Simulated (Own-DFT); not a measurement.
## Calculated data, GaP (zincblende, atoms displaced)

All values are calculated (Own-DFT development build). A calculation, not a measurement: plane-wave PBE density functional theory by an unreviewed code, no spin, of a simulated periodic cell, stress positive in tension, free energy of the whole cell less one offset for each atom, forces on such cells passed a denser k mesh, this cell's mesh not checked; offsets are fitted by least squares, one for each functional and potential file, so energies compare only between cells with the same atoms and settings and are not formation energies; the far tail of each file's local potential was reset to the Coulomb form; each entry is a single point on an unrelaxed cell, so the pressure reflects the starting lattice, mostly measured values (interpolated for alloys), from which strain is counted, and rises with the displacements; printed positions are rounded, which can move forces by about a meV/angstrom; the program, named Own-DFT, is a retired in-house code; no spin-orbit coupling.

### GaP (zincblende, atoms displaced)

```cif
# cell vector a (Å): 16.3515 0.0000 0.0000
# cell vector b (Å): 0.0000 10.9010 0.0000
# cell vector c (Å): 0.0000 0.0000 10.9010
data_GaP
_symmetry_space_group_name_H-M 'P 1'
_symmetry_Int_Tables_number 1
_cell_length_a 16.3515
_cell_length_b 10.9010
_cell_length_c 10.9010
_cell_angle_alpha 90.000
_cell_angle_beta 90.000
_cell_angle_gamma 90.000
_cell_volume 1943.08
loop_
_atom_site_label
_atom_site_type_symbol
_atom_site_fract_x
_atom_site_fract_y
_atom_site_fract_z
_atom_site_occupancy
Ga1 Ga 0.99997 0.99991 0.00354 1
Ga2 Ga 0.00049 0.24892 0.24940 1
Ga3 Ga 0.16693 0.00131 0.24880 1
Ga4 Ga 0.16672 0.24801 0.00090 1
P1 P 0.08441 0.12580 0.12533 1
P2 P 0.08331 0.37504 0.37419 1
P3 P 0.25096 0.12443 0.37577 1
P4 P 0.24825 0.37389 0.12587 1
Ga5 Ga 0.99898 0.00060 0.49996 1
Ga6 Ga 0.00053 0.24939 0.74959 1
Ga7 Ga 0.16688 0.00150 0.75119 1
Ga8 Ga 0.16249 0.25089 0.50024 1
P5 P 0.08507 0.12695 0.62788 1
P6 P 0.08388 0.37520 0.87831 1
P7 P 0.25100 0.12573 0.87176 1
P8 P 0.25150 0.37547 0.62513 1
Ga9 Ga 0.99989 0.50040 0.00226 1
Ga10 Ga 0.00089 0.74999 0.24799 1
Ga11 Ga 0.16727 0.49965 0.24689 1
Ga12 Ga 0.16861 0.75191 0.99763 1
P9 P 0.08100 0.62423 0.12942 1
P10 P 0.08289 0.87249 0.37858 1
P11 P 0.25095 0.62765 0.37570 1
P12 P 0.24847 0.87413 0.12529 1
Ga13 Ga 0.99997 0.49950 0.49903 1
Ga14 Ga 0.99871 0.75272 0.74984 1
Ga15 Ga 0.16594 0.50083 0.75067 1
Ga16 Ga 0.16453 0.75311 0.50230 1
P13 P 0.08489 0.62525 0.62405 1
P14 P 0.08353 0.87853 0.87359 1
P15 P 0.25273 0.62585 0.87830 1
P16 P 0.25256 0.87631 0.62615 1
Ga17 Ga 0.33498 0.00150 0.00214 1
Ga18 Ga 0.33365 0.25171 0.24952 1
Ga19 Ga 0.50042 0.99917 0.24839 1
Ga20 Ga 0.50145 0.25092 0.99750 1
P17 P 0.41518 0.12635 0.12379 1
P18 P 0.41929 0.37442 0.37268 1
P19 P 0.58563 0.12652 0.37675 1
P20 P 0.58180 0.37568 0.12323 1
Ga21 Ga 0.33440 0.99838 0.49750 1
Ga22 Ga 0.33434 0.25093 0.74789 1
Ga23 Ga 0.50121 0.00067 0.74806 1
Ga24 Ga 0.49942 0.25085 0.49983 1
P21 P 0.41735 0.12602 0.62438 1
P22 P 0.41385 0.37197 0.87754 1
P23 P 0.58194 0.12345 0.87700 1
P24 P 0.58231 0.37120 0.62587 1
Ga25 Ga 0.33185 0.50105 0.00002 1
Ga26 Ga 0.33639 0.75070 0.24903 1
Ga27 Ga 0.50101 0.50278 0.25144 1
Ga28 Ga 0.49913 0.74951 0.00051 1
P25 P 0.41790 0.62415 0.12738 1
P26 P 0.41515 0.87686 0.37328 1
P27 P 0.58411 0.62376 0.37830 1
P28 P 0.58455 0.87389 0.12503 1
Ga29 Ga 0.33297 0.49882 0.49850 1
Ga30 Ga 0.33401 0.74939 0.75121 1
Ga31 Ga 0.49855 0.50024 0.74815 1
Ga32 Ga 0.49970 0.75033 0.49659 1
P29 P 0.41833 0.62387 0.62762 1
P30 P 0.41800 0.87532 0.87614 1
P31 P 0.58032 0.62426 0.87806 1
P32 P 0.58321 0.87501 0.62618 1
Ga33 Ga 0.66777 0.00255 0.99821 1
Ga34 Ga 0.66680 0.25227 0.24945 1
Ga35 Ga 0.83506 0.99825 0.25078 1
Ga36 Ga 0.83339 0.25002 0.99914 1
P33 P 0.74999 0.12482 0.12507 1
P34 P 0.75231 0.37584 0.37556 1
P35 P 0.91549 0.12718 0.37388 1
P36 P 0.91625 0.37679 0.12270 1
Ga37 Ga 0.66797 0.99645 0.50006 1
Ga38 Ga 0.66651 0.25258 0.74961 1
Ga39 Ga 0.83170 0.99922 0.74954 1
Ga40 Ga 0.83425 0.24916 0.50398 1
P37 P 0.74757 0.12789 0.62424 1
P38 P 0.75060 0.37508 0.87478 1
P39 P 0.91571 0.12596 0.87514 1
P40 P 0.91693 0.37566 0.62186 1
Ga41 Ga 0.66380 0.50094 0.99847 1
Ga42 Ga 0.66550 0.74946 0.25248 1
Ga43 Ga 0.83252 0.50107 0.25115 1
Ga44 Ga 0.83345 0.75407 0.99971 1
P41 P 0.75251 0.62362 0.12573 1
P42 P 0.75018 0.87950 0.37299 1
P43 P 0.91894 0.62440 0.37685 1
P44 P 0.91610 0.87576 0.12582 1
Ga45 Ga 0.66895 0.49730 0.50159 1
Ga46 Ga 0.66536 0.74956 0.74912 1
Ga47 Ga 0.83065 0.50294 0.75080 1
Ga48 Ga 0.83160 0.74700 0.50066 1
P45 P 0.75090 0.62357 0.62523 1
P46 P 0.75003 0.87705 0.87368 1
P47 P 0.91879 0.62687 0.87135 1
P48 P 0.91572 0.87507 0.62751 1
```

Settings of this run: functional PBE, potential files PseudoDojo norm-conserving, scalar-relativistic, standard set, wave cutoff 42 hartree, occupations Fermi-Dirac, smearing width 0.1 eV and k mesh 2 x 3 x 3 centred on Gamma.

The calculation gives: free energy of cell above offsets -53.514 eV; pressure 2.72 GPa; stress xx -2.7 GPa; stress yy -2.74 GPa; stress zz -2.73 GPa; stress yz 0.16 GPa; stress xz -0.02 GPa; stress xy 0.22 GPa.

Force:
```csv
element,x (eV/Å),y (eV/Å),z (eV/Å)
Ga,-0.022,0.208,-0.35
Ga,-0.159,0.305,-0.1
Ga,-0.029,-0.24,0.426
Ga,0.209,0.047,-0.314
P,-0.227,-0.173,0.052
P,-0.066,0.135,-0.161
P,-0.274,0.276,0.011
P,0.326,0.079,-0.212
Ga,0.06,0.112,0.166
Ga,-0.152,0.293,0.18
Ga,0.296,-0.087,-0.168
Ga,0.816,0.011,-0.028
P,-0.464,-0.4,-0.302
P,-0.114,0.006,-0.239
P,0.05,-0.031,0.448
P,-0.476,-0.045,-0.125
Ga,-0.02,0.139,-0.298
Ga,-0.29,0.161,0.502
Ga,0.019,0.213,0.582
Ga,-0.563,-0.227,0.239
P,0.654,0.196,-0.812
P,-0.106,0.614,-0.581
P,-0.21,-0.069,-0.14
P,0.486,0.164,0.016
Ga,0.282,0.009,0.112
Ga,0.539,-0.109,-0.158
Ga,0.347,-0.06,0.148
Ga,0.742,-0.244,0.026
P,-0.461,0.022,0.271
P,-0.109,-0.337,0.239
P,-0.56,-0.018,-0.511
P,-0.395,-0.107,-0.011
Ga,-0.448,-0.227,-0.325
Ga,-0.076,-0.132,0.126
Ga,0.119,0.374,0.089
Ga,-0.444,-0.141,0.263
P,0.547,0.119,0.209
P,-0.377,0.2,0.175
P,-0.351,-0.249,-0.186
P,0.214,0.048,0.282
Ga,-0.134,0.349,0.36
Ga,-0.158,-0.137,0.04
Ga,-0.262,0.003,0.212
Ga,0.171,-0.274,-0.138
P,-0.067,-0.233,-0.113
P,0.436,0.479,-0.277
P,0.4,0.265,-0.433
P,0.081,0.619,-0.082
Ga,0.283,-0.319,0.454
Ga,-0.596,-0.094,-0.015
Ga,0.115,-0.234,-0.077
Ga,0.048,0.185,0.225
P,-0.188,-0.013,-0.323
P,0.581,-0.168,0.022
P,0.16,-0.01,-0.06
P,-0.07,0.081,-0.169
Ga,0.255,0.156,0.02
Ga,0.187,0.109,0.001
Ga,0.14,-0.485,0.502
Ga,-0.135,0.065,0.377
P,-0.418,0.279,-0.632
P,-0.132,0.108,-0.152
P,0.312,0.107,-0.584
P,0.002,-0.125,-0.401
Ga,-0.134,-0.242,0.263
Ga,0.06,-0.015,0.02
Ga,-0.202,0.465,-0.163
Ga,-0.031,0.011,0.151
P,0.17,0.087,0.089
P,-0.224,-0.272,0.005
P,0.212,-0.215,0.168
P,-0.072,-0.264,0.395
Ga,-0.246,0.436,0.101
Ga,-0.13,-0.314,0.364
Ga,0.115,0.455,-0.1
Ga,-0.173,0.054,-0.349
P,0.305,-0.417,0.159
P,-0.302,0.164,0.097
P,0.195,-0.26,-0.052
P,-0.023,0.129,0.691
Ga,0.538,-0.07,0.211
Ga,0.354,-0.067,-0.219
Ga,0.521,-0.058,0.038
Ga,0.058,-0.454,-0.187
P,-0.625,0.361,-0.234
P,0.107,-0.831,0.251
P,-0.436,0.246,-0.301
P,0.263,-0.139,0.007
Ga,-0.308,-0.106,0.056
Ga,0.055,-0.186,0.3
Ga,0.697,-0.372,0.011
Ga,0.345,0.438,-0.265
P,-0.554,0.253,0.049
P,-0.271,-0.306,0.072
P,-0.431,-0.142,0.566
P,-0.161,0.081,-0.491
```
